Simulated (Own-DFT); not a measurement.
# Point defects and the pressure they add: C40 NbSi2

Calculated, not measured: single-point runs of Own-DFT, a retired in-house plane-wave DFT program that no person has reviewed, on unrelaxed cells, without spin or spin-orbit coupling.

Method: PBE; PseudoDojo norm-conserving scalar-relativistic files; cutoff 42 hartree; 4 x 4 x 5 k mesh centred on Gamma; cold (Marzari-Vanderbilt) smearing of 0.2 eV.

Keep in mind: forces on such cells failed a check on a denser k mesh; stress not checked against mesh or cutoff.

All runs share one cell, with vectors in Å (0.000, 8.324, 0.000); (-9.613, 0.000, 0.000); (0.000, 0.000, 6.586) and a volume of 527.0 Å³. u is the rms random offset of the atoms per axis. The defect's site can differ from row to row.

```
                    cell   formula   u (Å)  P (GPa)
               no defect  Nb12Si24  0.0190     1.50
               no defect  Nb12Si24  0.0196     1.50
               no defect  Nb12Si24  0.0459     2.36
          one Si vacancy  Nb12Si23  0.0277     1.16
          one Si vacancy  Nb12Si23  0.0316     1.16
          one Si vacancy  Nb12Si23  0.0576     1.83
two Si on a Nb site each  Nb10Si26  0.0282     1.61
two Si on a Nb site each  Nb10Si26  0.0333     1.68
two Si on a Nb site each  Nb10Si26  0.0495        ?
two Si on a Nb site each  Nb10Si26  0.0517     2.39
two Nb on a Si site each  Nb14Si22  0.0338     8.06
two Nb on a Si site each  Nb14Si22  0.0450     8.72
two Nb on a Si site each  Nb14Si22  0.0469     8.35
        two Nb vacancies  Nb10Si24  0.0276    -0.12
        two Nb vacancies  Nb10Si24  0.0299    -0.21
        two Nb vacancies  Nb10Si24  0.0507     0.57
```

## What the rows give

P = P0 + c u² + a shift for each defect gives P0 = 1.42 GPa, c = 383 ± 45 GPa/Å² and a scatter of 0.15 GPa. The shifts, and each times the cell's volume:

- two Nb on a Si site each: 6.27 ± 0.13 GPa, 20.6 eV (10.3 eV for each of its 2 sites)
- two Si on a Nb site each: -0.11 ± 0.12 GPa, -0.4 eV (-0.2 eV for each of its 2 sites) (not resolved)
- one Si vacancy: -0.69 ± 0.12 GPa, -2.3 eV
- two Nb vacancies: -1.89 ± 0.12 GPa, -6.2 eV (-3.1 eV for each of its 2 sites)

Positive is outwards. The product with the volume (160.2 GPa Å³ to the eV) is nearly free of the cell's size; divided by the bulk modulus at the cell's pressure it gives the volume that the defect adds. The atoms around the defects weren't relaxed, which would change these numbers.

## Test on the hidden row

Question: what pressure belongs in the blank (two Si on a Nb site each, u = 0.0495 Å)?

From the fit: 2.25 ± 0.17 GPa. The hidden result is 2.21 GPa.
